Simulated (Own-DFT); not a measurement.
# Response to strain: wurtzite AlGaN with randomly placed atoms, 72 atoms (Al27Ga9N36)

All numbers below are calculated, not measured. They come from Own-DFT, an in-house plane-wave density functional program, since retired, whose code no person has reviewed. Each row is one single-point run on a periodic cell that was not relaxed, without spin or spin-orbit coupling.

Settings of every run: PBE; PseudoDojo norm-conserving scalar-relativistic files (stringent for Ga); cutoff 96 hartree; 4 x 4 x 3 k mesh centred on Gamma; Gaussian smearing of 0.01 eV.

Known limits: forces on such cells passed a denser k mesh, each cell not checked; stress not checked against mesh or cutoff.

Unstrained cell vectors in Å: (9.394, 0.000, 0.000); (-4.697, 8.135, 0.000); (0.000, 0.000, 10.065). The unstrained cell has measured lattice constants (interpolated for alloys), not those of this functional. That, the random moves and any unrelaxed bonds set the pressure at no strain. Each run strains this cell uniformly, with the atoms carried along. Every atom was also moved at random, by a Gaussian of width 0.05 Å on each axis. The random placing of the alloy's atoms differs from row to row. Strain is the symmetric tensor, in per cent. Stress is positive in tension, and the pressure is minus a third of its trace.

| run | e_xx (%) | e_yy (%) | e_zz (%) | s_xx (GPa) | s_yy (GPa) | s_zz (GPa) | P (GPa) | E (meV/atom) |
|---|---|---|---|---|---|---|---|---|
| 1 | 0.00 | 0.00 | 2.75 | -4.60 | -3.15 | 4.71 | 1.01 | 5.2 |
| 2 | 0.00 | 0.00 | -1.00 | -8.00 | -6.23 | -11.76 | 8.66 | 20.7 |
| 3 | 0.00 | 0.00 | 3.00 | -3.25 | -5.22 | 5.95 | 0.84 | 5.3 |
| 4 | 0.00 | 0.00 | 0.75 | -6.19 | -5.27 | -2.50 | 4.66 | 0.0 |
| 5 | 0.00 | 0.00 | -0.50 | -4.27 | -6.20 | -10.98 | 7.15 | 5.6 |
| 6 | 0.00 | 0.00 | 2.25 | -4.07 | -7.39 | 3.72 | 2.58 | 17.3 |
| 7 | 0.00 | 0.00 | 2.00 | -4.17 | -5.07 | 2.52 | 2.24 | 1.0 |
| 8 | 0.00 | 0.00 | 1.50 | -4.52 | -5.17 | -0.90 | 3.53 | 8.6 |
| 9 | 0.00 | 0.00 | 0.50 | ? | ? | ? | ? | ? |

E is the free energy for each atom above the lowest run shown.

## Worked fit

The change of volume is close to e_xx + e_yy + e_zz. A straight line through the runs shown gives P = 6.40 - 191 x (fractional change of volume) GPa, with an error of 8 on the slope and a scatter of 0.33 GPa. The strain isn't the same on all axes and the cell isn't cubic, so the slope belongs to this path and is not the bulk modulus.

## Withheld run

Question: what pressure should run 9 give? Its volume changes by 0.50 %.

The line gives 5.4 GPa. The calculation gave 5.58 GPa.
